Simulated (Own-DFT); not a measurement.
# Point defects and the pressure they add: zincblende GaP

Source: density functional calculations with Own-DFT, an unreviewed in-house program that is no longer used. Nothing was measured or relaxed, and spin and spin-orbit coupling are left out.

All runs used: PBE; PseudoDojo norm-conserving scalar-relativistic files; cutoff 42 hartree; 3 x 3 x 3 k mesh centred on Gamma; Fermi-Dirac smearing of 0.1 eV.

Limits (not all hold for every row): not probed for a lower state with spin; forces on such cells failed a check on a denser k mesh; forces on such cells passed a denser k mesh, each cell not checked; stress not checked against mesh or cutoff.

All runs share one cell, with vectors in Å (10.901, 0.000, 0.000); (0.000, 10.901, 0.000); (0.000, 0.000, 10.901) and a volume of 1295.4 Å³. u is the rms random offset of the atoms per axis. The defect's site can differ from row to row.

| cell | formula | u (Å) | P (GPa) |
|---|---|---|---|
| no defect | Ga32P32 | 0.0191 | 2.72 |
| no defect | Ga32P32 | 0.0195 | 2.71 |
| no defect | Ga32P32 | 0.0522 | 3.46 |
| one Ga on a P site | Ga33P31 | 0.0264 | 3.28 |
| one Ga on a P site | Ga33P31 | 0.0301 | 3.34 |
| one Ga on a P site | Ga33P31 | 0.0476 | 3.66 |
| one In on a Ga site | Ga31InP32 | 0.0313 | ? |
| one In on a Ga site | Ga31InP32 | 0.0317 | 3.78 |
| one In on a Ga site | Ga31InP32 | 0.0464 | 3.91 |
| one In on a Ga site | Ga31InP32 | 0.0500 | 3.96 |
| two P vacancies | Ga32P30 | 0.0265 | 2.25 |
| two P vacancies | Ga32P30 | 0.0501 | 2.61 |
| two P vacancies | Ga32P30 | 0.0503 | 2.66 |
| two P on a Ga site each | Ga30P34 | 0.0485 | 3.40 |
| two P on a Ga site each | Ga30P34 | 0.0504 | 3.38 |
| two P on a Ga site each | Ga30P34 | 0.0518 | 3.49 |

## Worked fit

P = P0 + c u² + a shift for each defect gives P0 = 2.67 GPa, c = 248 ± 24 GPa/Å² and a scatter of 0.07 GPa. The shifts, and each times the cell's volume:

- one In on a Ga site: 0.74 ± 0.06 GPa, 6.0 eV
- one Ga on a P site: 0.43 ± 0.06 GPa, 3.5 eV
- two P on a Ga site each: 0.13 ± 0.07 GPa, 1.0 eV (0.5 eV for each of its 2 sites) (not resolved)
- two P vacancies: -0.64 ± 0.06 GPa, -5.2 eV (-2.6 eV for each of its 2 sites)

Positive is outwards. The product with the volume (160.2 GPa Å³ to the eV) is nearly free of the cell's size; divided by the bulk modulus at the cell's pressure it gives the volume that the defect adds. The atoms around the defects weren't relaxed, which would change these numbers.

## Check

Q: what pressure belongs in the blank (one In on a Ga site, u = 0.0313 Å)?

Estimate: 3.66 ± 0.09 GPa. Computed: 3.67 GPa.
